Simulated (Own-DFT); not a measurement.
# Energy and forces against displacement in beta-Si3N4, 112 atoms (N64Si48)

These are calculations, not measurements. They come from Own-DFT, an in-house plane-wave density functional program, since retired, whose code no person has reviewed. Each row is one single-point run on a periodic cell that was not relaxed, without spin or spin-orbit coupling.

Settings of every run: PBE; PseudoDojo norm-conserving scalar-relativistic files; cutoff 42 hartree; 2 x 2 x 4 k mesh centred on Gamma; Fermi-Dirac smearing of 0.1 eV.

Known limits, some of them of some rows only: some atoms lie very close together; forces on such cells moved up to 12 meV/angstrom on a denser k mesh; stress not checked against mesh or cutoff.

Cell vectors in Å: (15.212, 0.000, 0.000); (-7.606, 13.174, 0.000); (0.000, 0.000, 5.818). In each run every atom was moved at random and independently from its ideal site; u is the rms move along one axis. E is the free energy for each atom above the fitted value at u = 0, and F the rms of the force components.

| run | u (Å) | E (meV/atom) | F (eV/Å) | largest force (eV/Å) | P (GPa) |
|---|---|---|---|---|---|
| 1 | 0.0194 | 14.7 | 0.723 | 2.53 | 5.47 |
| 2 | 0.0210 | 26.2 | 0.991 | 3.93 | 5.72 |
| 3 | 0.0503 | 134.4 | 2.291 | 11.45 | 8.64 |
| 4 | 0.0514 | ? | ? | ? | ? |
| 5 | 0.0970 | 484.1 | 5.000 | 28.30 | 18.26 |
| 6 | 0.0987 | 451.1 | 4.403 | 21.77 | 17.16 |
| 7 | 0.1335 | 797.3 | 6.530 | 41.08 | 23.29 |

## Worked fit

For small independent moves the energy grows as E = (3/2) K u², with K the mean stiffness felt by one atom. The runs with u up to 0.11 Å give K = 33.3 ± 2.0 eV/Å², with residuals divided by u² + 0.0006 Å², since the noise grows with the moves. The scatter is 13.1 meV/atom at u = 0.05 Å. The forces follow F = G u with G = 45.4 eV/Å²; no force at u = 0 is resolved. G exceeds K because the moves of its neighbours add to the force on an atom, and stiffness differs between atoms. The pressure follows P = 5.14 + 1313 u² GPa: at fixed volume, shortened bonds push harder than stretched ones pull.

## Withheld run

Question: what energy and rms force should run 4 give?

The fit gives 132 ± 16 meV/atom and about 2.33 eV/Å. The calculation gave 130.8 meV/atom and 2.186 eV/Å.
